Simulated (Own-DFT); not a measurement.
Simulation results for Al5Ga3N8 (wurtzite random alloy, atoms displaced)

A calculation, not a measurement: plane-wave PBE density functional theory by an unreviewed code, no spin, of a simulated periodic cell, stress positive in tension, free energy of the whole cell less one offset for each atom, forces on such cells passed a denser k mesh, this cell's mesh not checked; offsets are fitted by least squares, one for each functional and potential file, so energies compare only between cells with the same atoms and settings and are not formation energies; the far tail of each file's local potential was reset to the Coulomb form; each entry is a single point on an unrelaxed cell, so the pressure reflects the starting lattice, mostly measured values, from which strain is counted, and rises with the displacements; printed positions are rounded, which can move forces by about a meV/angstrom; the program is a retired in-house code; no spin-orbit coupling. Program: Own-DFT development build.

```xyz
128
Lattice="12.5635 0.0000 0.0000 -6.2817 10.8803 0.0000 0.0000 0.0000 10.1163" Properties=species:S:1:pos:R:3:force_x:R:1:force_y:R:1:force_z:R:1 formula=Al5Ga3N8 functional=PBE potential_files=PseudoDojo_norm-conserving,scalar-relativistic,standard_set wave_cutoff=42 occupations=Fermi-Dirac smearing_width=0.05 k_mesh=3_x_3_x_3_centred_on_Gamma free_energy_of_cell_above_offsets=-24.936 pressure=5.57 stress_xx=-5.4 stress_yy=-5.39 stress_zz=-5.92 stress_yz=0.1 stress_xz=0.21 stress_xy=0.2
Ga     0.0093     1.7564     0.0018      0.511      0.768      0.405
Ga     1.6032     0.8898     2.5077     -0.676      1.392      0.425
N     -0.0167     1.7873     1.9254      0.766      0.475      0.039
N      1.6241     0.9234     4.4220     -0.682     -1.509      0.802
Ga     0.0333     1.7909     5.0793     -0.097      0.285     -0.884
Al     1.5403     0.9253     7.5903      1.231     -0.539     -0.538
N      0.0192     1.7915     6.9624      1.091       1.17      0.917
N      1.6296     0.9367     9.4289      0.264     -1.054      1.471
Al    -1.5803     4.5120    10.0922      0.157      0.023      0.647
Ga    -0.0622     3.6649     2.5473      1.352      -1.38     -0.171
N     -1.5610     4.5065     1.9528     -2.169      1.657     -1.312
N     -0.0382     3.6202     4.4486      0.555       0.32      0.844
Al    -1.5571     4.5251     5.0088     -0.933      0.053      1.085
Al     0.0378     3.5786     7.6469     -0.188      1.466     -0.909
N     -1.5553     4.5370     6.9813      0.053     -0.003      0.185
N      0.0402     3.6445     9.5568     -1.101     -0.299     -0.938
Ga    -3.1009     7.3102    10.0994     -0.204     -1.581      0.711
Al    -1.5902     6.3746     2.5582      0.301     -0.672     -0.529
N     -3.1258     7.2376     1.9232     -0.589       0.78       0.83
N     -1.5730     6.3346     4.4433      0.771     -0.155      0.114
Ga    -3.1397     7.2765     5.0194     -0.325     -0.494      0.476
Al    -1.6044     6.4105     7.5980      0.723     -1.437     -0.241
N     -3.1779     7.2538     7.0182      0.254      -0.04     -0.023
N     -1.6005     6.2934     9.4999      1.396      0.638     -0.206
Al    -4.6917     9.9725     0.0329      -0.02      0.638     -0.953
Al    -3.1832     9.1199     2.5246      0.643     -1.322      0.212
N     -4.6917    10.0162     1.9203      0.317     -1.374     -0.959
N     -3.1199     9.0958     4.4460     -0.625      0.897      -0.49
Al    -4.7339     9.9482     5.0412       0.37       0.48      0.496
Al    -3.1948     9.0115     7.6126      0.685      1.463     -0.191
N     -4.7457     9.9681     7.0094      2.056      1.087     -1.155
N     -3.1162     9.0640     9.5487     -0.925       1.53     -1.209
Al     3.2058     1.7977    10.1096     -1.762      1.349     -0.008
Al     4.6638     0.9316     2.4879      1.417     -0.267      0.978
N      3.1709     1.8055     1.9322      0.125      1.174     -1.019
N      4.6983     0.9618     4.4953       1.84     -1.905     -1.769
Ga     3.1927     1.7926     5.0654      -1.49      1.441      0.787
Al     4.6616     0.9143     7.5495      0.943     -0.214      0.526
N      3.1514     1.8172     7.0183     -0.836      -0.68     -0.074
N      4.6683     0.9186     9.5308      0.712      0.179     -1.501
Al     1.5586     4.4919     0.0196      0.682      1.063      0.216
Al     3.1543     3.6496     2.5494     -0.435     -0.191      0.246
N      1.5454     4.4919     1.9434      1.161       0.84     -0.367
N      3.1338     3.6478     4.4913      0.457      0.341     -0.964
Al     1.5473     4.4965     5.0435      0.312        0.8     -0.032
Ga     3.1444     3.6692     7.5877     -0.533     -0.348     -0.675
N      1.5871     4.5690     6.9261     -1.515     -1.405      0.201
N      3.1245     3.6616     9.4524      0.453     -0.776      2.588
Al     0.0090     7.3073     0.0089     -0.135     -1.948      0.307
Al     1.5477     6.3375     2.5329      0.139     -0.278      0.238
N     -0.0119     7.2408     1.9470     -0.196     -0.838     -0.909
N      1.5836     6.3546     4.4677     -0.457     -0.423     -0.312
Al    -0.0104     7.2359     5.0990      0.419     -0.283     -0.943
Ga     1.5468     6.3595     7.5715        0.7     -0.626      0.747
N      0.0238     7.2398     6.9648     -2.011      1.175      0.262
N      1.5632     6.3479     9.5267      -0.31      -0.25      0.715
Ga    -1.5350    10.0271     0.0247     -0.464     -0.863     -0.295
Ga    -0.0442     9.0523     2.5000      0.758      0.109      0.874
N     -1.6086     9.9732     1.9373     -0.505      1.047       0.63
N      0.0053     8.9921     4.4469     -1.488      0.855      0.568
Al    -1.5942    10.0070     5.0505      0.871      -0.49      0.158
Al     0.0176     9.0470     7.5846     -0.231      0.558     -0.061
N     -1.5851     9.9933     6.9691     -0.106     -0.745      0.402
N      0.0019     9.0455     9.5605      0.746       0.77     -1.089
Ga     6.2821     1.7998    10.0732     -0.103      0.482      0.693
Ga     7.8162     0.9037     2.4916      0.895      0.602      0.944
N      6.2862     1.8542     1.9262     -1.551     -1.406     -0.386
N      7.8533     0.8975     4.4533     -1.039      0.776     -0.124
Al     6.2535     1.8097     5.0488      1.174      0.193      0.423
Ga     7.8640     0.9012     7.5934     -0.169     -0.227     -0.594
N      6.2984     1.8263     6.9993     -1.556     -0.606     -0.731
N      7.8534     0.8912     9.5030      0.431     -0.452      0.774
Al     4.7296     4.4908    10.1096     -0.317      1.091     -0.318
Ga     6.2769     3.6222     2.5545     -0.227      0.547     -0.424
N      4.6975     4.5387     1.9052     -0.477     -0.479     -0.455
N      6.2714     3.6224     4.4429      0.143     -0.112      1.411
Al     4.7596     4.5206     5.0708     -1.267       0.29      0.315
Al     6.2987     3.5544     7.5902      -0.59      1.657     -0.194
N      4.6738     4.5382     6.9958      2.432      0.588     -0.751
N      6.2930     3.6238     9.4963     -0.854     -0.054     -0.686
Al     3.1351     7.2226     0.0108      0.521     -0.062     -0.911
Ga     4.7194     6.3685     2.5439     -0.568     -0.102     -0.845
N      3.0831     7.2259     1.8664     -0.022      0.719      0.892
N      4.7021     6.3332     4.4321     -0.558     -0.411      1.109
Al     3.1463     7.2537     5.0642     -0.221     -0.235      0.037
Al     4.7188     6.3764     7.5968     -0.007      -0.68      0.102
N      3.1370     7.2163     6.9841      1.032      1.253     -0.502
N      4.7835     6.3303     9.4894      -0.55      0.348      0.686
Al     1.5625    10.0102     0.0314      0.707     -1.172     -0.221
Al     3.0907     9.0478     2.5370      1.178     -0.188      -0.13
N      1.6059     9.9827     1.9612     -0.592      -0.63     -1.497
N      3.1277     9.0483     4.4367      1.205     -0.085      0.064
Ga     1.5412     9.9733     5.0632      0.253     -0.262     -0.394
Al     3.1915     9.0579     7.5660     -1.046     -0.336      0.426
N      1.5693     9.9812     6.9643      0.177     -1.369      1.267
N      3.1299     9.0360     9.5005       0.02      0.606      0.133
Al     9.3544     1.8367    10.0681      1.396     -0.266      0.786
Ga    11.0118     0.9291     2.5730     -1.001     -0.378     -0.659
N      9.4028     1.8931     1.8898      0.199     -0.561     -0.597
N     10.9781     0.8825     4.4979      1.274     -0.865     -0.257
Ga     9.4729     1.8068     5.0153     -1.683      0.923      0.696
Ga    11.0649     0.9595     7.6213     -2.145     -1.093     -1.314
N      9.3500     1.8454     6.9433       1.85      0.765      1.024
N     11.0360     0.8856     9.4671     -1.851     -0.072      1.629
Ga     7.8413     4.5466    10.0798     -0.212      0.251      0.938
Al     9.4072     3.6338     2.5479     -0.088      0.413     -0.355
N      7.8265     4.5340     1.9383      1.015      0.323     -0.344
N      9.3925     3.6602     4.4146      0.176      0.553      0.357
Al     7.8014     4.5586     5.0778      0.887       -0.2      -0.72
Al     9.4263     3.6611     7.6301      -0.06     -0.302     -1.788
N      7.8278     4.4977     6.9393      0.184      0.778      1.114
N      9.3824     3.6265     9.4836      1.363      -0.43      0.122
Al     6.3355     7.3447    10.0799     -1.049     -1.837      0.389
Al     7.8394     6.3167     2.4399      0.109      0.791      0.934
N      6.2739     7.3057     1.9188      1.114     -1.527     -1.384
N      7.8329     6.3678     4.3994       0.39     -1.163     -0.482
Ga     6.2776     7.2420     5.0279     -0.081      0.043      1.019
Al     7.8617     6.3355     7.6362     -0.797     -0.399      -1.19
N      6.2829     7.2749     7.0334      0.383     -1.518     -0.393
N      7.8588     6.3692     9.4882     -0.348      0.626      0.275
Al     4.7100     9.9654    10.1092     -0.448     -0.083     -0.229
Ga     6.2844     9.0597     2.4776     -0.377      1.013      1.247
N      4.7144     9.9904     1.8845     -1.117     -0.526      0.004
N      6.2807     9.0515     4.4840     -0.147      1.519     -0.404
Al     4.7229     9.9888     5.1028     -0.433     -0.985     -0.225
Ga     6.3472     9.0650     7.6222      -1.52     -0.197     -0.329
N      4.7213     9.9251     7.0100     -0.176      0.825     -0.769
N      6.2897     9.0825     9.5158      0.513      0.852      1.413
```

Units: wave_cutoff in hartree; smearing_width, free_energy_of_cell_above_offsets in eV; pressure, stress_xx, stress_yy, stress_zz, stress_yz, stress_xz, stress_xy in GPa; force_x, force_y, force_z in eV/Å.
